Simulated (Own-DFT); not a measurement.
# Strain and stress in 4H SiC, 72 atoms (C36Si36)

Calculated results; nothing here was measured. The program, named Own-DFT, is a retired in-house plane-wave density functional code that no person has reviewed. Each row is one single-point run on a periodic cell that was not relaxed, without spin or spin-orbit coupling.

Settings of every run: PBE; PseudoDojo norm-conserving scalar-relativistic files; cutoff 42 hartree; 4 x 4 x 3 k mesh centred on Gamma; Fermi-Dirac smearing of 0.1 eV.

Known limits: forces on such cells passed a denser k mesh, each cell not checked; stress not checked against mesh or cutoff.

Unstrained cell vectors in Å: (9.248, 0.000, 0.000); (-4.624, 8.009, 0.000); (0.000, 0.000, 10.068). The unstrained cell has measured lattice constants (interpolated for alloys), not those of this functional. That, the random moves and any unrelaxed bonds set the pressure at no strain. Each run strains this cell uniformly, with the atoms carried along. Every atom was also moved at random, by a Gaussian of width 0.05 Å on each axis. Strain is the symmetric tensor, in per cent. Stress is positive in tension, and the pressure is minus a third of its trace.

```
run,e_xx (%),e_yy (%),e_zz (%),e_yz (%),e_xz (%),e_xy (%),s_xx (GPa),s_yy (GPa),s_zz (GPa),s_yz (GPa),s_xz (GPa),s_xy (GPa),P (GPa),E (meV/atom)
1,-0.81,1.41,0.29,-1.65,-0.60,1.93,-8.46,1.69,-4.36,-5.80,-1.56,9.53,3.71,12.6
2,0.40,0.34,1.08,1.02,-0.99,-0.05,-2.25,-1.63,0.58,3.34,-2.92,0.18,1.10,0.0
3,0.98,-1.73,-0.18,0.80,1.72,1.16,-2.53,-13.95,-6.31,2.60,5.54,6.45,7.60,19.7
4,-1.18,-1.47,-1.61,1.12,-0.59,1.83,-16.65,-16.40,-17.75,4.51,-1.74,12.07,16.93,66.5
5,1.84,0.88,-0.78,-1.98,-0.57,-0.20,4.40,0.33,-8.27,-6.45,-1.91,-1.45,1.18,22.5
6,1.51,1.03,-0.93,1.92,-0.83,-0.08,4.51,1.05,-12.41,6.79,-2.58,-0.66,2.28,25.7
7,1.95,1.22,-0.35,-0.91,-0.38,1.15,6.40,4.02,-7.47,-2.69,-1.44,5.38,-0.99,0.1
8,0.95,1.93,0.46,0.55,0.97,-1.16,2.58,5.39,-3.25,1.27,3.63,-4.86,-1.57,20.8
9,-1.49,-1.86,0.91,-1.18,0.04,0.56,-16.17,-17.87,-0.94,-3.87,-0.42,1.81,11.66,40.3
10,1.53,0.14,-1.59,1.85,0.97,0.73,2.53,-1.98,-17.60,6.58,4.35,2.73,5.69,35.2
11,-0.95,-0.93,0.84,-1.37,-0.68,1.04,-10.58,-10.76,-2.72,-5.14,-1.94,4.56,8.02,24.4
12,0.15,-0.17,-1.56,-0.19,1.95,1.87,-5.69,-7.44,-14.12,-0.82,6.41,9.98,9.08,19.4
13,-0.34,1.15,0.34,0.14,-0.48,-0.92,-6.99,1.70,-3.08,0.63,-0.43,-4.24,2.79,2.4
14,1.84,-0.16,-1.69,-1.02,1.20,1.32,4.90,-4.24,-16.46,-3.35,4.23,5.80,5.27,10.1
15,1.06,-1.44,0.31,-0.37,-1.93,1.45,1.06,-12.41,-6.93,-2.55,-6.17,6.10,6.10,37.6
16,0.31,0.65,1.85,1.11,1.25,0.84,-2.43,-1.12,5.01,5.21,4.02,3.59,-0.49,17.7
17,1.14,-1.26,0.18,-0.30,0.76,-0.06,?,?,?,?,?,?,?,?
```

E is the free energy for each atom above the lowest run shown.

## Worked fit

Each stress component was fitted by least squares to a constant and the strains of the runs shown, as fractions, with shears doubled. Shear strains stay in the fit of a normal stress only where such slopes are resolved. The slopes, in GPa:

```
stress,at no strain,per e_xx,per e_yy,per e_zz,scatter
s_xx,-5.7,611 ± 25,94 ± 22,79 ± 25,0.95
s_yy,-5.5,125 ± 24,557 ± 21,42 ± 24,0.91
s_zz,-6.3,11 ± 37,44 ± 32,605 ± 36,1.38
```

Each shear stress against twice its own strain: yz 177 ± 7, xz 161 ± 6, xy 246 ± 17 GPa. These are stiffnesses along x, y and z of the frame in which the cell vectors are given, which need not be the crystal's axes. The atoms are held to the strained lattice; where symmetry lets them move under strain, relaxing them would lower some slopes. The table should be nearly symmetric about its diagonal, and what it lacks of that shows the noise. A ninth of its sum, 241 ± 5 GPa, estimates the bulk modulus near the mean pressure of these runs, 4.9 GPa, so it lies above the value at zero pressure.

## Withheld run

Question: what normal stresses and pressure should run 17 give?

The fit gives s_xx = 0.2, s_yy = -11.0, s_zz = -5.7 and P = 5.5 GPa. The calculation gave -1.04, -9.38, -4.35 and P = 4.92 GPa.
